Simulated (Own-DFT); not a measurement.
# How much smaller does PBEsol make it? wurtzite AlGaN with randomly placed atoms, 72 atoms (Al27Ga9N36)

Source: density functional calculations with Own-DFT, an unreviewed in-house program that is no longer used. Nothing was measured or relaxed, and spin and spin-orbit coupling are left out.

Keep in mind: forces on such cells passed a denser k mesh, each cell not checked; stress not checked against mesh or cutoff.

Each geometry was run with PBE and with PBEsol, otherwise alike: PseudoDojo norm-conserving scalar-relativistic files made for PBE; cutoff 42 hartree; 4 x 4 x 3 k mesh centred on Gamma; Fermi-Dirac smearing of 0.1 eV. Unstrained cell vectors in Å: (9.394, 0.000, 0.000); (-4.697, 8.135, 0.000); (0.000, 0.000, 10.066). Each has a uniform strain, of which the change of volume is shown, and random moves of rms u per axis. The random placing of the alloy's atoms differs from row to row.

| run | volume change (%) | u (Å) | P with PBE (GPa) | P with PBEsol (GPa) |
|---|---|---|---|---|
| 1 | 2.52 | 0.0470 | 1.28 | -1.75 |
| 2 | 4.55 | 0.0501 | -1.72 | -4.67 |
| 3 | 5.58 | 0.0508 | -3.76 | -6.67 |
| 4 | 0.50 | 0.0513 | 5.84 | 2.75 |
| 5 | -5.42 | 0.0518 | 20.22 | 16.88 |
| 6 | 1.00 | 0.0493 | 4.75 | 1.64 |
| 7 | 3.53 | 0.0502 | -0.22 | -3.21 |
| 8 | -2.48 | 0.0483 | 12.33 | 9.08 |
| 9 | -5.42 | 0.0498 | 20.80 | 17.43 |
| 10 | 4.04 | 0.0519 | -1.13 | -4.11 |
| 11 | -3.96 | 0.0540 | 16.66 | ? |

The question: by how much does PBEsol shrink this cell, and what belongs in the blank?

## Working it out

Write v for the change of volume as a fraction. Fitted to v and u², the PBE pressure has a slope of -223 ± 6 GPa in v, with the ions held to the strained lattice. The difference PBEsol less PBE is -3.14 + 4.1 v GPa (slope ± 0.1) and averages -3.10 GPa. Divided by the mean slope of the two, 221 GPa, that makes PBEsol's volume at a given pressure, near 4 GPa, about 1.4 % smaller, or 0.47 % in lengths. At one volume PBEsol's slope is the smaller by 4 GPa, but its pressure there is lower too. If stiffness rises by about 4 GPa for each GPa, PBEsol at equal pressure is stiffer by about 8 GPa. Files made for PBEsol would give a different shift.

For run 11 the line gives 13.36 GPa. The run itself gave 13.36 GPa.
